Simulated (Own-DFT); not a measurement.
# Which defects push the lattice out? zincblende GaAs

Everything here is calculated. The program is Own-DFT (plane waves, in-house, since retired, never reviewed by a person); positions were held fixed, and spin and spin-orbit coupling were off.

Settings: PBE; PseudoDojo norm-conserving scalar-relativistic files; cutoff 42 hartree; 3 x 3 x 3 k mesh centred on Gamma; Fermi-Dirac smearing of 0.1 eV.

Caveats (not all hold for every row): not probed for a lower state with spin; forces on such cells failed a check on a denser k mesh; forces not confirmed at this smearing and k mesh; forces on such cells passed a denser k mesh, each cell not checked; stress not checked against mesh or cutoff.

All runs share one cell, with vectors in Å (11.307, 0.000, 0.000); (0.000, 11.307, 0.000); (0.000, 0.000, 11.307) and a volume of 1445.4 Å³. u is the rms random offset of the atoms per axis. The defect's site can differ from row to row.

```
cell,formula,u (Å),P (GPa)
no defect,As32Ga32,0.0177,3.50
no defect,As32Ga32,0.0202,3.51
no defect,As32Ga32,0.0465,3.88
one In on a Ga site,As32Ga31In,0.0304,4.32
one In on a Ga site,As32Ga31In,0.0498,4.58
one In on a Ga site,As32Ga31In,0.0529,4.62
two As vacancies,As30Ga32,0.0309,3.23
two As vacancies,As30Ga32,0.0471,3.60
two As vacancies,As30Ga32,0.0536,3.49
two As on a Ga site each,As34Ga30,0.0298,4.79
two As on a Ga site each,As34Ga30,0.0300,?
two As on a Ga site each,As34Ga30,0.0301,4.83
two As on a Ga site each,As34Ga30,0.0321,4.83
one P on an As site,As31Ga32P,0.0280,3.36
one P on an As site,As31Ga32P,0.0285,3.31
one P on an As site,As31Ga32P,0.0298,3.36
```

## What the rows give

P = P0 + c u² + a shift for each defect gives P0 = 3.46 GPa, c = 177 ± 24 GPa/Å² and a scatter of 0.06 GPa. The shifts, and each times the cell's volume:

- two As on a Ga site each: 1.19 ± 0.05 GPa, 10.7 eV (5.4 eV for each of its 2 sites)
- one In on a Ga site: 0.68 ± 0.06 GPa, 6.2 eV
- one P on an As site: -0.26 ± 0.05 GPa, -2.3 eV
- two As vacancies: -0.38 ± 0.05 GPa, -3.4 eV (-1.7 eV for each of its 2 sites)

A positive shift means that the defect pushes the cell outwards. Shift times volume (160.2 GPa Å³ is 1 eV) depends little on the cell's size, so, taken for each site, it can be compared between cells at like pressure. The atoms around the defects weren't relaxed, which would change these numbers.

## Test on the hidden row

Question: what pressure belongs in the blank (two As on a Ga site each, u = 0.0300 Å)?

Estimate: 4.81 ± 0.07 GPa. The calculation gave 4.82 GPa.
